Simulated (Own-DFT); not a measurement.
# Which defects push the lattice out? wurtzite GaN

Source: density functional calculations with Own-DFT, an unreviewed in-house program that is no longer used. Nothing was measured or relaxed, and spin and spin-orbit coupling are left out.

All runs used: PBE; PseudoDojo norm-conserving scalar-relativistic files; cutoff 42 hartree; 4 x 4 x 3 k mesh centred on Gamma; Fermi-Dirac smearing of 0.1 eV.

Keep in mind (not all hold for every row): not probed for a lower state with spin; forces not confirmed at this smearing and k mesh; stress not checked against mesh or cutoff.

All runs share one cell, with vectors in Å (9.567, 0.000, 0.000); (-4.784, 8.285, 0.000); (0.000, 0.000, 10.370) and a volume of 822.0 Å³. The atoms are randomly displaced, by u rms on each axis. The defect's site can differ from row to row.

| cell | formula | u (Å) | P (GPa) |
|---|---|---|---|
| no defect | Ga36N36 | 0.0200 | 5.89 |
| no defect | Ga36N36 | 0.0514 | 7.56 |
| no defect | Ga36N36 | 0.0520 | 7.61 |
| one N on a Ga site | Ga35N37 | 0.0268 | 5.34 |
| one N on a Ga site | Ga35N37 | 0.0496 | 6.44 |
| one N on a Ga site | Ga35N37 | 0.0514 | 6.75 |
| one Ga on an N site | Ga37N35 | 0.0307 | ? |
| one Ga on an N site | Ga37N35 | 0.0316 | 11.92 |
| one Ga on an N site | Ga37N35 | 0.0500 | 13.37 |
| one Ga on an N site | Ga37N35 | 0.0519 | 12.84 |

## What the rows give

P = P0 + c u² + a shift for each defect gives P0 = 5.64 GPa, c = 719 ± 81 GPa/Å² and a scatter of 0.22 GPa. The shifts, and each times the cell's volume:

- one Ga on an N site: 5.58 ± 0.18 GPa, 28.6 eV
- one N on a Ga site: -0.86 ± 0.18 GPa, -4.4 eV

Positive is outwards. The product with the volume (160.2 GPa Å³ to the eV) is nearly free of the cell's size; divided by the bulk modulus at the cell's pressure it gives the volume that the defect adds. The atoms around the defects weren't relaxed, which would change these numbers.

## Test on the hidden row

Question: what pressure belongs in the blank (one Ga on an N site, u = 0.0307 Å)?

Estimate: 11.90 ± 0.27 GPa. The hidden result is 11.75 GPa.
